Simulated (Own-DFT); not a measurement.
# Point defects and the pressure they add: D0_22 TiAl3

Source: density functional calculations with Own-DFT, an unreviewed in-house program that is no longer used. Nothing was measured or relaxed, and spin and spin-orbit coupling are left out.

Common settings: PBE; PseudoDojo norm-conserving scalar-relativistic files; cutoff 42 hartree; 4 x 4 x 4 k mesh centred on Gamma; cold (Marzari-Vanderbilt) smearing of 0.2 eV.

Caveats: forces on such cells failed a check on a denser k mesh; stress not checked against mesh or cutoff.

All runs share one cell, with vectors in Å (-2.365, -6.981, 4.326); (-7.667, 3.491, 1.442); (-2.950, -3.488, -7.241) and a volume of 625.4 Å³. Atoms were moved at random from their sites; u is the rms move along one axis. The defect's site can differ from row to row.

```
                     cell   formula   u (Å)  P (GPa)
                no defect  Al30Ti10  0.0208     1.98
                no defect  Al30Ti10  0.0212     1.99
                no defect  Al30Ti10  0.0461     2.50
 two Al on a Ti site each   Al32Ti8  0.0278     2.86
 two Al on a Ti site each   Al32Ti8  0.0283     2.86
 two Al on a Ti site each   Al32Ti8  0.0539     3.55
         two Al vacancies  Al28Ti10  0.0311     1.26
         two Al vacancies  Al28Ti10  0.0321     1.36
         two Al vacancies  Al28Ti10  0.0471     1.70
         two Al vacancies  Al28Ti10  0.0496        ?
           one Ti vacancy   Al30Ti9  0.0294     1.87
           one Ti vacancy   Al30Ti9  0.0469     2.18
           one Ti vacancy   Al30Ti9  0.0483     2.21
two Ti on an Al site each  Al28Ti12  0.0291     3.29
two Ti on an Al site each  Al28Ti12  0.0294     3.36
two Ti on an Al site each  Al28Ti12  0.0489     3.87
```

## Working it out

P = P0 + c u² + a shift for each defect gives P0 = 1.85 GPa, c = 313 ± 14 GPa/Å² and a scatter of 0.04 GPa. The shifts, and each times the cell's volume:

- two Ti on an Al site each: 1.23 ± 0.04 GPa, 4.8 eV (2.4 eV for each of its 2 sites)
- two Al on a Ti site each: 0.78 ± 0.04 GPa, 3.0 eV (1.5 eV for each of its 2 sites)
- one Ti vacancy: -0.32 ± 0.04 GPa, -1.3 eV
- two Al vacancies: -0.84 ± 0.04 GPa, -3.3 eV (-1.6 eV for each of its 2 sites)

Positive is outwards. The product with the volume (160.2 GPa Å³ to the eV) is nearly free of the cell's size; divided by the bulk modulus at the cell's pressure it gives the volume that the defect adds. The atoms around the defects weren't relaxed, which would change these numbers.

## Withheld run

Question: what pressure belongs in the blank (two Al vacancies, u = 0.0496 Å)?

The fitted form gives 1.77 ± 0.05 GPa. Computed: 1.52 GPa. The miss is larger than the scatter suggests: chance, or a term that the fit lacks.
